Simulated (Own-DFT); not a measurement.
# Computed records: Hf36O71 (tetragonal hafnia with one neutral oxygen vacancy, atoms displaced)

All values are calculated (Own-DFT development build). A calculation, not a measurement: plane-wave PBE and HSE06 DFT by an unreviewed code, no spin, of a simulated cell at Gamma alone, so results move with cell size and shape, stress positive in tension, energies less offsets, not probed for a lower state with spin; hafnium file: forces about 75 meV/angstrom off all-electron values; oxygen file: force components 24 meV/angstrom off all-electron in a glass; k mesh not checked against a denser one; forces and stress are PBE's, HSE06 gives the energy alone, and its difference from PBE has offsets of its own; offsets are fitted by least squares, one for each functional and potential file, so energies compare only between cells with the same atoms and settings and are not formation energies; the far tail of each file's local potential was reset to the Coulomb form; each entry is a single point on an unrelaxed cell, so the pressure reflects the starting lattice, taken from the Materials Project, from which strain is counted, and rises with the displacements; printed positions are rounded, which can move forces by about a meV/angstrom; the program is a retired in-house code; no spin-orbit coupling.

Settings shared by all entries: first functional PBE; second functional HSE06; exact exchange share 0.25; screening 0.11 1/bohr; exchange divergence Gygi-Baldereschi; potential files PseudoDojo norm-conserving, scalar-relativistic, made for PBE, standard set; wave cutoff 48 hartree; occupations fixed; k mesh 1 x 1 x 1 centred on Gamma.

```json
{"entry": 1, "formula": "Hf36O71", "kind": "tetragonal hafnia with one neutral oxygen vacancy, atoms displaced", "structure": {"cell_angstrom": [[10.78, 0.0, 0.0], [0.0, 10.78, 0.0], [0.0, 0.0, 10.4493]], "atoms_fractional": [["Hf", 0.00024, 0.99769, 0.00089], ["Hf", 0.166, 0.16749, 0.24853], ["O", 0.99978, 0.16136, 0.15118], ["O", 0.16352, 0.99969, 0.34533], ["O", 0.99467, 0.16229, 0.40607], ["O", 0.16381, 0.99719, 0.09859], ["Hf", 0.00124, 0.00172, 0.50089], ["Hf", 0.16939, 0.16406, 0.74589], ["O", 0.00373, 0.17097, 0.64878], ["O", 0.16648, 0.99771, 0.85136], ["O", 0.99976, 0.16563, 0.89907], ["O", 0.16764, 0.99816, 0.59272], ["Hf", 0.99622, 0.33586, 0.00402], ["Hf", 0.16868, 0.49987, 0.25127], ["O", 0.00314, 0.50544, 0.14646], ["O", 0.16429, 0.33324, 0.34509], ["O", 0.99308, 0.50403, 0.40715], ["O", 0.16398, 0.33274, 0.09603], ["Hf", 0.0049, 0.3309, 0.49522], ["Hf", 0.16472, 0.50042, 0.75246], ["O", 0.9978, 0.50145, 0.65143], ["O", 0.16871, 0.33368, 0.8497], ["O", 0.99734, 0.49443, 0.90117], ["O", 0.16699, 0.33124, 0.59785], ["Hf", 0.99988, 0.66858, 0.00044], ["Hf", 0.16175, 0.83277, 0.2479], ["O", 0.99925, 0.83479, 0.1519], ["O", 0.16892, 0.67233, 0.34448], ["O", 0.99588, 0.83129, 0.40035], ["O", 0.16781, 0.66851, 0.08798], ["Hf", 0.00302, 0.66624, 0.50185], ["Hf", 0.16387, 0.82804, 0.7502], ["O", 0.99413, 0.83088, 0.64828], ["O", 0.16935, 0.66945, 0.84672], ["O", 0.00193, 0.82992, 0.90309], ["O", 0.16554, 0.66638, 0.60134], ["Hf", 0.33327, 0.99769, 0.99966], ["Hf", 0.49637, 0.17043, 0.2484], ["O", 0.32885, 0.16679, 0.15081], ["O", 0.50285, 0.0006, 0.352], ["O", 0.33269, 0.17006, 0.40331], ["O", 0.49795, 0.99908, 0.10124], ["Hf", 0.33632, 0.99441, 0.49989], ["Hf", 0.49445, 0.16647, 0.74896], ["O", 0.33562, 0.16601, 0.65103], ["O", 0.50141, 0.99838, 0.84409], ["O", 0.33227, 0.1662, 0.90357], ["O", 0.5039, 0.00342, 0.5912], ["Hf", 0.33313, 0.33284, 0.99507], ["Hf", 0.50359, 0.49596, 0.25367], ["O", 0.33575, 0.49878, 0.15015], ["O", 0.49398, 0.33331, 0.34604], ["O", 0.33626, 0.49894, 0.4022], ["O", 0.50051, 0.33369, 0.1019], ["Hf", 0.33313, 0.33278, 0.49604], ["Hf", 0.49749, 0.49902, 0.74591], ["O", 0.32968, 0.49588, 0.64968], ["O", 0.50124, 0.34019, 0.85351], ["O", 0.33309, 0.50161, 0.9079], ["O", 0.49984, 0.33806, 0.59591], ["Hf", 0.33495, 0.6668, 0.00218], ["Hf", 0.50006, 0.82981, 0.25105], ["O", 0.33404, 0.83741, 0.15753], ["O", 0.50235, 0.66525, 0.34999], ["O", 0.33353, 0.83306, 0.39926], ["O", 0.49955, 0.66551, 0.09771], ["Hf", 0.33389, 0.66245, 0.49984], ["Hf", 0.49622, 0.83325, 0.7514], ["O", 0.33788, 0.83437, 0.65074], ["O", 0.50108, 0.66401, 0.85082], ["O", 0.34032, 0.83593, 0.8988], ["O", 0.49952, 0.66892, 0.60089], ["Hf", 0.66558, 0.00152, 0.00429], ["Hf", 0.83445, 0.16252, 0.24405], ["O", 0.66723, 0.16258, 0.15637], ["O", 0.83416, 0.99611, 0.34917], ["O", 0.66802, 0.17122, 0.4018], ["Hf", 0.66287, 0.9981, 0.50424], ["Hf", 0.83191, 0.1684, 0.75072], ["O", 0.66291, 0.16921, 0.65907], ["O", 0.83135, 0.99903, 0.84799], ["O", 0.66662, 0.16958, 0.90348], ["O", 0.83134, 0.9996, 0.59424], ["Hf", 0.66616, 0.33274, 0.99909], ["Hf", 0.83156, 0.49718, 0.24702], ["O", 0.66702, 0.49914, 0.15268], ["O", 0.83019, 0.3272, 0.34854], ["O", 0.66437, 0.50596, 0.3994], ["O", 0.83593, 0.33151, 0.09674], ["Hf", 0.67398, 0.33165, 0.49916], ["Hf", 0.83247, 0.49715, 0.75048], ["O", 0.66751, 0.50019, 0.65316], ["O", 0.83473, 0.33143, 0.8499], ["O", 0.66741, 0.50548, 0.90441], ["O", 0.83673, 0.33122, 0.59874], ["Hf", 0.66234, 0.66812, 0.0019], ["Hf", 0.83525, 0.83455, 0.24781], ["O", 0.66496, 0.83452, 0.15046], ["O", 0.82836, 0.66659, 0.34631], ["O", 0.66827, 0.8334, 0.40193], ["O", 0.83357, 0.66867, 0.09803], ["Hf", 0.66849, 0.65972, 0.49969], ["Hf", 0.83538, 0.83129, 0.74576], ["O", 0.6642, 0.83017, 0.64956], ["O", 0.82701, 0.66569, 0.85052], ["O", 0.6626, 0.83577, 0.90563], ["O", 0.82612, 0.67006, 0.59833]]}, "results": {"PBE_energy_of_cell_above_offsets [eV]": "-100.703", "HSE06_less_PBE_above_offsets [eV]": "-0.112", "PBE_pressure [GPa]": 0.76, "PBE_stress_xx [GPa]": -1.14, "PBE_stress_yy [GPa]": 0.19, "PBE_stress_zz [GPa]": -1.31, "PBE_stress_yz [GPa]": -0.26, "PBE_stress_xz [GPa]": -0.35, "PBE_stress_xy [GPa]": 0.01, "force_element": ["Hf", "Hf", "O", "O", "O", "O", "Hf", "Hf", "O", "O", "O", "O", "Hf", "Hf", "O", "O", "O", "O", "Hf", "Hf", "O", "O", "O", "O", "Hf", "Hf", "O", "O", "O", "O", "Hf", "Hf", "O", "O", "O", "O", "Hf", "Hf", "O", "O", "O", "O", "Hf", "Hf", "O", "O", "O", "O", "Hf", "Hf", "O", "O", "O", "O", "Hf", "Hf", "O", "O", "O", "O", "Hf", "Hf", "O", "O", "O", "O", "Hf", "Hf", "O", "O", "O", "O", "Hf", "Hf", "O", "O", "O", "Hf", "Hf", "O", "O", "O", "O", "Hf", "Hf", "O", "O", "O", "O", "Hf", "Hf", "O", "O", "O", "O", "Hf", "Hf", "O", "O", "O", "O", "Hf", "Hf", "O", "O", "O", "O"], "force_x [eV/angstrom]": [-0.553, 0.148, -0.012, 0.081, 0.467, 0.567, -0.814, -0.876, -0.346, 0.108, 0.028, 0.123, 1.065, 0.216, -0.234, -0.354, 0.632, 0.291, -0.729, -0.218, 0.479, 0.358, 0.295, 0.119, -1.049, 0.89, -0.184, -0.149, 0.524, -0.117, -1.581, 0.315, 1.545, -0.104, 0.005, 0.519, -0.191, 0.22, 0.373, -0.423, -0.216, -0.021, 0.14, 1.072, -0.47, -0.28, 0.382, -1.648, -0.254, -0.401, -0.68, 0.246, -0.634, 0.113, 0.574, 0.452, -0.008, -0.303, -0.307, 0.033, 0.619, 0.488, -0.485, -0.586, 0.069, -0.304, 0.722, 1.523, -1.414, -0.332, -0.45, -0.571, 0.47, -0.379, -0.159, 0.075, -0.324, 1.252, 0.577, 0.3, 0.183, -0.105, 0.529, -0.292, 0.427, 0.104, 0.319, 0.121, -0.873, -0.462, -0.07, -0.166, -0.421, 0.156, -0.138, 0.915, -1.202, 0.428, 0.234, -0.335, 0.056, -0.482, -1.987, 0.103, 0.798, -0.012, 1.85], "force_y [eV/angstrom]": [0.81, -0.917, -0.128, 0.156, 1.043, 0.03, -0.798, 0.316, -0.517, -0.147, 0.015, 0.015, -0.883, 0.329, -0.4, 0.433, -0.872, 0.063, -0.119, -0.583, 0.157, -0.205, 1.313, 0.128, -1.018, 1.202, 0.109, -1.741, -0.008, 0.195, 0.651, 1.178, 0.025, -0.755, 0.543, 0.207, 0.022, -1.173, 0.076, 0.184, -0.982, 0.409, 0.281, 0.229, -0.029, 1.173, -0.203, 0.095, 0.346, 0.776, 0.151, -0.028, 0.239, -0.445, 0.009, 0.567, 0.463, -1.069, 0.022, -0.166, 0.121, 0.803, -0.383, -0.149, -0.414, 0.213, 0.986, -0.92, 0.195, 0.204, -0.652, -0.734, -0.562, -0.699, -0.089, 0.905, -0.618, -0.462, -0.64, 0.221, -0.023, -0.396, 0.331, 0.782, 0.962, -0.213, 1.357, -2.602, 0.192, -0.051, 0.681, -0.242, 0.341, -1.537, 0.077, 0.646, -0.576, 0.371, -0.621, -0.216, -0.212, 2.499, -0.106, 0.689, 0.234, -0.065, -0.386], "force_z [eV/angstrom]": [-0.512, -0.224, -0.012, 0.043, -0.836, -0.296, -0.472, 0.916, 0.36, -0.927, 0.576, 0.787, -1.331, -1.135, 1.102, 0.427, -0.86, 0.414, 0.912, -0.032, 0.3, -0.698, -0.154, -0.378, -0.166, 0.157, -0.681, 0.434, 0.214, 1.118, -0.067, -0.303, 0.34, -0.042, -0.525, -0.366, 0.438, 0.413, 0.11, -0.746, -0.313, -0.564, -0.824, 0.709, -0.124, 0.092, -0.486, 1.549, 0.848, -0.67, 0.844, 0.391, -0.324, -0.365, 0.983, 0.339, 0.39, -0.552, -0.863, -0.105, -0.476, 0.624, -0.788, -0.193, 0.749, 0.688, 0.124, 0.255, -0.217, -0.46, 0.493, -0.416, -0.377, 1.367, -0.654, -1.285, 0.53, -1.815, 0.128, -0.496, 0.071, 0.385, 0.675, -0.257, 0.528, 0.03, -0.427, -0.264, 0.755, 0.186, 0.532, -0.192, -0.157, 0.023, -0.13, -0.718, 0.91, 0.211, -0.322, 0.211, -0.021, 0.105, 0.608, 0.75, -0.683, 0.08, 0.067]}}
{"entry": 2, "formula": "Hf36O71", "kind": "tetragonal hafnia with one neutral oxygen vacancy, atoms displaced", "structure": {"cell_angstrom": [[10.78, 0.0, 0.0], [0.0, 10.78, 0.0], [0.0, 0.0, 10.4493]], "atoms_fractional": [["Hf", 0.00037, 0.00233, 0.99974], ["Hf", 0.17326, 0.16908, 0.24738], ["O", 0.00506, 0.15588, 0.15649], ["O", 0.16513, 0.00282, 0.34984], ["O", 0.00079, 0.16865, 0.39969], ["O", 0.17241, 0.99951, 0.09809], ["Hf", 0.99843, 0.99651, 0.50089], ["Hf", 0.16441, 0.16669, 0.74584], ["O", 0.99453, 0.16412, 0.65154], ["O", 0.17785, 0.99748, 0.84725], ["O", 0.01168, 0.16545, 0.89411], ["O", 0.17324, 0.99965, 0.60276], ["Hf", 0.9996, 0.33526, 0.00249], ["Hf", 0.17029, 0.49698, 0.25732], ["O", 0.99699, 0.49444, 0.15075], ["O", 0.16788, 0.33724, 0.35032], ["O", 0.99784, 0.50089, 0.40569], ["O", 0.16704, 0.33962, 0.09048], ["Hf", 0.00959, 0.32487, 0.49891], ["Hf", 0.17482, 0.49573, 0.74876], ["O", 0.99778, 0.51019, 0.65089], ["O", 0.15908, 0.32339, 0.84732], ["O", 0.00737, 0.49945, 0.89674], ["O", 0.16801, 0.32947, 0.59577], ["Hf", 0.00362, 0.67041, 0.99732], ["Hf", 0.16955, 0.83692, 0.24471], ["O", 0.0076, 0.82583, 0.14588], ["O", 0.15863, 0.66609, 0.35367], ["O", 0.9963, 0.83306, 0.40098], ["O", 0.1631, 0.6639, 0.09982], ["Hf", 0.99752, 0.66234, 0.50502], ["Hf", 0.1726, 0.83731, 0.76141], ["O", 0.00151, 0.83408, 0.65653], ["O", 0.16301, 0.66638, 0.85255], ["O", 0.99799, 0.83332, 0.8962], ["O", 0.17151, 0.66333, 0.60473], ["Hf", 0.33846, 0.99838, 0.00589], ["Hf", 0.50099, 0.16824, 0.24861], ["O", 0.33436, 0.15369, 0.14861], ["O", 0.49369, 0.00052, 0.35366], ["O", 0.3289, 0.16823, 0.39952], ["O", 0.50298, 0.00085, 0.0927], ["Hf", 0.33542, 0.99703, 0.4958], ["Hf", 0.50347, 0.16645, 0.74503], ["O", 0.33927, 0.17247, 0.65409], ["O", 0.50218, 0.00059, 0.84877], ["O", 0.33823, 0.16113, 0.90666], ["O", 0.50436, 0.99224, 0.58718], ["Hf", 0.33718, 0.32438, 0.99996], ["Hf", 0.49891, 0.49793, 0.24947], ["O", 0.32794, 0.50436, 0.15285], ["O", 0.50509, 0.32533, 0.34503], ["O", 0.33736, 0.505, 0.40363], ["O", 0.50604, 0.33568, 0.09674], ["Hf", 0.34196, 0.32986, 0.49591], ["Hf", 0.50278, 0.5034, 0.7517], ["O", 0.32899, 0.49368, 0.65007], ["O", 0.49584, 0.32865, 0.84938], ["O", 0.32461, 0.50536, 0.90811], ["O", 0.49583, 0.32833, 0.59609], ["Hf", 0.33614, 0.66105, 0.99954], ["Hf", 0.49535, 0.83045, 0.24814], ["O", 0.33526, 0.83002, 0.14993], ["O", 0.49365, 0.66458, 0.35005], ["O", 0.33163, 0.835, 0.41039], ["O", 0.48872, 0.67066, 0.10669], ["Hf", 0.33425, 0.6649, 0.50742], ["Hf", 0.50562, 0.83872, 0.75314], ["O", 0.33203, 0.84209, 0.65357], ["O", 0.50305, 0.67012, 0.84387], ["O", 0.33009, 0.83083, 0.90644], ["O", 0.50112, 0.66801, 0.59573], ["Hf", 0.66388, 0.00559, 0.99789], ["Hf", 0.83842, 0.17056, 0.24733], ["O", 0.66545, 0.17192, 0.1502], ["O", 0.83241, 0.99655, 0.34607], ["O", 0.66542, 0.17096, 0.40228], ["O", 0.83502, 0.00804, 0.10034], ["Hf", 0.67196, 0.99918, 0.5031], ["Hf", 0.83798, 0.16783, 0.75616], ["O", 0.66323, 0.17115, 0.65577], ["O", 0.82788, 0.99692, 0.85021], ["O", 0.66899, 0.15891, 0.89577], ["O", 0.83242, 0.99879, 0.60053], ["Hf", 0.6623, 0.3265, 0.99815], ["Hf", 0.83092, 0.50951, 0.25099], ["O", 0.66532, 0.50493, 0.14055], ["O", 0.83647, 0.33759, 0.34899], ["O", 0.66196, 0.49851, 0.39788], ["O", 0.84046, 0.3431, 0.09767], ["Hf", 0.66559, 0.33269, 0.5004], ["Hf", 0.83562, 0.50016, 0.7458], ["O", 0.66864, 0.49755, 0.65273], ["O", 0.83784, 0.32635, 0.84658], ["O", 0.66396, 0.50182, 0.90592], ["Hf", 0.66439, 0.66308, 0.00028], ["Hf", 0.83954, 0.82949, 0.24997], ["O", 0.66551, 0.84058, 0.15255], ["O", 0.83822, 0.66473, 0.34695], ["O", 0.66316, 0.83215, 0.40717], ["O", 0.82987, 0.66347, 0.0914], ["Hf", 0.66861, 0.66866, 0.49544], ["Hf", 0.83793, 0.82777, 0.74712], ["O", 0.66557, 0.83376, 0.65439], ["O", 0.83422, 0.67593, 0.84252], ["O", 0.67291, 0.83202, 0.89747], ["O", 0.82952, 0.67391, 0.60495]]}, "results": {"PBE_pressure [GPa]": null, "PBE_stress_zz [GPa]": null}}
```

Questions
1. Estimate the PBE pressure of Hf36O71 (tetragonal hafnia with one neutral oxygen vacancy, atoms displaced) (entry 2).
2. Estimate the PBE stress zz of Hf36O71 (tetragonal hafnia with one neutral oxygen vacancy, atoms displaced) (entry 2).
3. Give the table of force values for Hf36O71 (tetragonal hafnia with one neutral oxygen vacancy, atoms displaced) (entry 2).

Calculated values
1. 1.66 GPa
2. -1.85 GPa
3. 
Force:
| element | x (eV/Å) | y (eV/Å) | z (eV/Å) |
| --- | --- | --- | --- |
| Hf | -0.218 | -0.344 | -0.496 |
| Hf | -0.673 | -0.761 | 0.882 |
| O | 0.041 | 0.788 | -0.701 |
| O | 0.05 | -0.202 | -0.613 |
| O | -0.12 | -0.818 | 0.071 |
| O | -0.997 | -0.322 | 0.21 |
| Hf | 0.744 | -0.137 | 0.341 |
| Hf | 0.562 | -1.143 | 0.001 |
| O | 0.92 | 0.533 | -0.733 |
| O | -0.565 | 1.468 | 0.752 |
| O | -1.082 | -0.866 | 1.18 |
| O | -1.508 | 0.67 | -0.846 |
| Hf | 0.669 | 1.133 | -1.259 |
| Hf | -1.522 | 2.19 | -1.06 |
| O | 0.643 | 0.472 | 0.82 |
| O | 0.059 | -1.168 | -0.252 |
| O | 0.122 | -0.665 | 0.125 |
| O | 0.899 | -1.023 | 1.073 |
| Hf | -2.056 | 1.409 | -0.179 |
| Hf | -2.396 | 0.961 | 1.216 |
| O | 0.426 | -0.676 | 0.183 |
| O | 1.35 | 1.576 | -0.437 |
| O | -0.924 | -0.355 | 0.667 |
| O | 0.469 | -0.029 | 0.351 |
| Hf | 0.355 | -0.903 | -0.445 |
| Hf | -0.142 | -0.999 | 1.058 |
| O | -1.434 | 0.715 | 0.41 |
| O | 0.547 | 0.374 | -0.575 |
| O | -0.22 | 0.081 | 0.1 |
| O | 1.03 | 0.222 | -0.05 |
| Hf | 1.626 | 0.256 | 0.095 |
| Hf | -0.23 | -1.166 | -1.476 |
| O | 0.939 | 0.188 | -1.065 |
| O | 0.229 | -0.158 | -0.407 |
| O | 0.412 | 0.959 | 1.065 |
| O | -0.555 | -0.141 | -0.344 |
| Hf | -0.832 | -0.576 | -1.584 |
| Hf | 0.445 | -1.978 | 0.614 |
| O | 0.525 | 1.527 | 0.321 |
| O | 0.221 | 0.339 | -1.879 |
| O | 0.057 | 0.125 | -0.351 |
| O | -0.129 | 0.07 | 1.146 |
| Hf | -0.123 | 0.228 | 1.137 |
| Hf | -1.086 | -0.489 | 0.68 |
| O | -0.66 | -0.282 | -0.291 |
| O | -0.031 | 0.119 | -0.245 |
| O | -0.096 | 0.813 | -0.058 |
| O | -0.265 | 0.665 | 1.456 |
| Hf | -0.81 | 0.656 | -0.709 |
| Hf | 0.025 | 1.028 | -0.027 |
| O | 1.431 | -0.788 | 0.415 |
| O | -0.942 | 1.703 | 0.267 |
| O | 0.004 | -1.547 | -0.237 |
| O | -1.818 | -0.174 | 0.464 |
| Hf | -1.493 | 0.322 | 0.431 |
| Hf | 0.035 | -0.112 | -0.398 |
| O | 2.288 | 0.175 | 0.266 |
| O | 0.366 | 1.136 | 0.006 |
| O | 0.695 | -2.702 | -1.442 |
| O | 1.563 | 0.777 | 0.162 |
| Hf | -2.104 | 1.686 | 0.829 |
| Hf | 1.12 | 0.118 | 0.897 |
| O | -0.62 | 0.782 | 0.626 |
| O | 0.642 | 0.358 | -0.545 |
| O | -0.147 | -1.232 | -1.337 |
| O | 2.28 | -0.487 | -0.676 |
| Hf | -0.594 | 0.999 | -0.544 |
| Hf | -0.397 | -0.001 | -0.919 |
| O | 1.003 | -0.626 | 0.557 |
| O | -0.369 | -1.032 | 0.648 |
| O | 0.467 | -0.136 | -0.026 |
| O | 0.313 | -0.713 | 0.537 |
| Hf | 1.677 | -2.568 | -0.17 |
| Hf | -0.414 | -0.302 | 0.801 |
| O | 0.48 | 0.146 | -0.275 |
| O | 0.021 | 0.639 | 0.066 |
| O | 0.342 | -0.92 | 0.098 |
| O | 0.106 | -0.209 | -0.435 |
| Hf | -0.33 | 0.077 | -0.683 |
| Hf | -0.867 | -1.714 | -0.782 |
| O | 1.61 | 0.25 | -0.925 |
| O | 0.917 | 0.744 | -0.031 |
| O | -0.337 | 2.259 | 0.543 |
| O | 0.395 | 0.146 | -0.407 |
| Hf | 1.817 | 0.629 | -0.186 |
| Hf | 0.754 | -2.643 | -1.377 |
| O | -0.492 | -0.113 | 1.614 |
| O | -0.421 | -0.293 | -0.187 |
| O | 0.043 | 0.373 | 0.094 |
| O | -2.064 | -1.54 | -0.136 |
| Hf | 1.271 | -0.156 | 0.089 |
| Hf | 0.708 | 0.227 | 0.859 |
| O | -0.531 | -0.46 | -0.043 |
| O | -0.38 | 1.806 | 0.127 |
| O | -0.152 | -1.221 | -1.185 |
| Hf | -0.087 | 1.479 | 0.049 |
| Hf | -0.414 | 1.214 | -0.669 |
| O | 0.281 | -0.68 | 0.664 |
| O | -0.623 | 1.176 | 0.876 |
| O | 0.386 | -0.077 | -0.644 |
| O | 0.591 | 0.456 | 0.75 |
| Hf | -0.867 | 0.006 | 0.935 |
| Hf | -0.84 | 2.04 | 0.271 |
| O | 0.244 | 0.078 | -0.511 |
| O | -0.038 | -3.303 | 1.167 |
| O | -1.151 | 0.216 | 1.181 |
| O | -0.055 | -0.629 | -1.4 |

Further results for Hf36O71 (tetragonal hafnia with one neutral oxygen vacancy, atoms displaced) (entry 2):

* PBE energy of cell above offsets: -97.825 eV
* HSE06 less PBE above offsets: 0.035 eV
* PBE stress xx: -1.73 GPa
* PBE stress yy: -1.39 GPa
* PBE stress yz: -1.24 GPa
* PBE stress xz: 0.53 GPa
* PBE stress xy: -0.15 GPa
